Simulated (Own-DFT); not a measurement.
# How much smaller does PBEsol make it? diamond-structure SiGeSn with randomly placed atoms, 64 atoms (Ge40Si16Sn8)

Calculated, not measured: single-point runs of Own-DFT, a retired in-house plane-wave DFT program that no person has reviewed, on unrelaxed cells, without spin or spin-orbit coupling.

Limits: forces on such cells moved up to 12 meV/angstrom on a denser k mesh; stress not checked against mesh or cutoff.

Each geometry was run with PBE and with PBEsol, otherwise alike: PseudoDojo norm-conserving scalar-relativistic files made for PBE; cutoff 49 hartree; 3 x 3 x 3 k mesh centred on Gamma; Fermi-Dirac smearing of 0.1 eV. Unstrained cell vectors in Å: (11.410, 0.000, 0.000); (0.000, 11.410, 0.000); (0.000, 0.000, 11.410). Each has a uniform strain, of which the change of volume is shown, and random moves of rms u per axis. The random placing of the alloy's atoms differs from row to row.

```
run  volume change (%)   u (Å)  P with PBE (GPa)  P with PBEsol (GPa)
  1              -1.99  0.0513              6.80                 4.06
  2              -4.45  0.0537              8.95                 6.10
  3               5.06  0.0522              1.34                -1.05
  4              -4.45  0.0505              8.96                 6.10
  5               0.50  0.0494              4.24                 1.64
  6              -0.50  0.0516              5.10                 2.45
  7              -1.99  0.0498              6.49                 3.77
  8               1.51  0.0443              3.49                 0.93
  9               4.55  0.0470              1.67                    ?
```

The question: by how much does PBEsol shrink this cell, and what belongs in the blank?

## Working it out

Write v for the change of volume as a fraction. Fitted to v and u², the PBE pressure has a slope of -81 ± 4 GPa in v, with the ions held to the strained lattice. The difference PBEsol less PBE is -2.63 + 4.9 v GPa (slope ± 0.1) and averages -2.67 GPa. Divided by the mean slope of the two, 79 GPa, that makes PBEsol's volume at a given pressure, near 4 GPa, about 3.4 % smaller, or 1.13 % in lengths. At one volume PBEsol's slope is the smaller by 5 GPa, but its pressure there is lower too. If stiffness rises by about 4 GPa for each GPa, PBEsol at equal pressure is stiffer by about 6 GPa. Files made for PBEsol would give a different shift.

For run 9 the line gives -0.73 GPa. DFT gave -0.74 GPa.
